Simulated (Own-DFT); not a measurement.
# How strain changes the stress of diamond silicon, 64 atoms (Si64)

The numbers are computed, not measured, by runs of the plane-wave DFT program Own-DFT (in-house, retired, unreviewed) at fixed positions, with no spin and no spin-orbit coupling.

All runs used: PBE; PseudoDojo norm-conserving scalar-relativistic files; cutoff 20 hartree; 3 x 3 x 3 k mesh centred on Gamma; Fermi-Dirac smearing of 0.1 eV.

Keep in mind: k mesh not checked against a denser one; stress not checked against mesh or cutoff.

Unstrained cell vectors in Å: (10.862, 0.000, 0.000); (0.000, 10.862, 0.000); (0.000, 0.000, 10.862). The unstrained cell has measured lattice constants (interpolated for alloys), not those of this functional. That, the random moves and any unrelaxed bonds set the pressure at no strain. A uniform strain is put on this cell, atoms riding along. Each coordinate of each atom was shifted by a normal deviate of width 0.05 Å. Strains are tensor components in per cent; tension counts as positive stress, and P is minus the mean normal stress.

| run | e_xx (%) | e_yy (%) | e_zz (%) | e_yz (%) | e_xz (%) | e_xy (%) | s_xx (GPa) | s_yy (GPa) | s_zz (GPa) | s_yz (GPa) | s_xz (GPa) | s_xy (GPa) | P (GPa) | E (meV/atom) |
|---|---|---|---|---|---|---|---|---|---|---|---|---|---|---|
| 1 | -0.25 | -1.03 | 0.57 | -1.42 | -0.25 | -0.08 | -3.31 | -4.12 | -2.61 | -3.15 | 0.03 | 0.37 | 3.35 | 9.0 |
| 2 | 1.21 | 0.62 | 0.00 | 0.93 | 1.86 | 0.05 | -0.35 | -0.88 | -1.57 | 2.31 | 3.39 | 0.03 | 0.93 | 0.3 |
| 3 | -0.67 | 0.74 | -0.90 | 0.84 | -0.82 | 0.32 | -3.65 | -2.47 | -3.98 | 1.58 | -1.33 | 0.52 | 3.37 | 4.3 |
| 4 | -1.22 | 1.50 | 0.19 | -1.53 | 1.99 | 1.04 | -3.66 | -1.13 | -2.43 | -3.08 | 3.68 | 2.88 | 2.41 | 24.8 |
| 5 | 1.13 | 0.46 | 1.34 | -1.63 | 0.45 | 0.41 | 0.15 | -0.62 | 0.22 | -2.89 | 1.05 | 1.60 | 0.08 | 6.6 |
| 6 | -0.89 | -1.78 | -1.89 | -0.84 | 0.51 | 1.22 | -6.86 | -7.84 | -7.80 | -2.10 | 1.85 | 2.31 | 7.50 | 32.9 |
| 7 | 0.69 | -1.51 | 0.50 | 0.21 | 1.38 | -1.51 | -2.35 | -4.41 | -2.79 | 0.39 | 2.75 | -4.50 | 3.19 | 16.3 |
| 8 | -0.33 | -1.86 | -1.00 | -0.66 | -1.22 | 0.92 | -5.53 | -6.79 | -6.07 | -1.38 | -3.60 | 1.69 | 6.13 | 25.8 |
| 9 | -1.64 | 1.39 | -0.66 | 1.79 | -1.97 | -0.89 | -5.13 | -2.50 | -4.37 | 3.77 | -4.60 | -1.07 | 4.00 | 37.6 |
| 10 | 0.76 | -1.63 | 1.09 | -1.30 | -1.96 | -0.68 | -1.87 | -3.99 | -1.60 | -3.34 | -3.51 | -2.37 | 2.49 | 10.8 |
| 11 | -0.91 | -1.99 | 0.93 | -1.86 | 1.10 | -1.06 | -5.18 | -6.24 | -3.49 | -4.45 | 2.71 | -2.35 | 4.97 | 31.1 |
| 12 | 1.56 | -0.65 | -0.60 | 0.69 | 1.95 | -0.75 | -0.99 | -2.92 | -3.00 | 1.43 | 3.20 | -2.14 | 2.30 | 2.8 |
| 13 | -1.99 | 0.69 | 1.21 | -1.88 | 1.09 | -0.84 | -4.63 | -2.45 | -2.01 | -4.24 | 1.88 | -2.33 | 3.03 | 24.2 |
| 14 | -1.07 | -0.53 | 0.36 | -0.83 | -1.86 | 1.46 | -4.58 | -4.28 | -3.49 | -2.15 | -4.25 | 3.02 | 4.12 | 27.8 |
| 15 | 1.78 | 0.31 | 1.95 | 1.74 | -0.75 | -0.25 | 1.52 | 0.20 | 1.51 | 3.42 | -1.31 | -0.10 | -1.07 | 0.0 |
| 16 | 1.89 | 1.48 | -0.73 | 0.23 | 1.06 | 1.94 | ? | ? | ? | ? | ? | ? | ? | ? |

E is the free energy per atom, counted from the lowest run shown.

## Analysis

Least squares on the runs shown: each stress against a constant and the strains, taken as fractions with shears doubled. Shear strains stay in the fit of a normal stress only where such slopes are resolved. The slopes, in GPa:

```
stress,at no strain,per e_xx,per e_yy,per e_zz,scatter
s_xx,-2.8,164 ± 4,71 ± 4,67 ± 5,0.18
s_yy,-2.8,78 ± 4,161 ± 4,64 ± 5,0.18
s_zz,-2.9,74 ± 4,68 ± 4,154 ± 5,0.17
```

The slope of each shear stress on twice its own strain, from a fit on all six strains: yz 100 ± 5, xz 101 ± 8, xy 118 ± 12 GPa. These are stiffnesses along x, y and z of the frame in which the cell vectors are given, which need not be the crystal's axes. The atoms are held to the strained lattice; where symmetry lets them move under strain, relaxing them would lower some slopes. The table should be nearly symmetric about its diagonal, and what it lacks of that shows the noise. A ninth of the table's sum, 100 ± 2 GPa, estimates the bulk modulus near the mean pressure of these runs, 3.1 GPa, so it lies above the value at zero pressure.

## Check

Question: what normal stresses and pressure should run 16 give?

The fitted form gives s_xx = 0.9, s_yy = 0.6, s_zz = -1.6 and P = 0.1 GPa. The run itself gave 0.75, 0.21, -1.64 and P = 0.23 GPa.
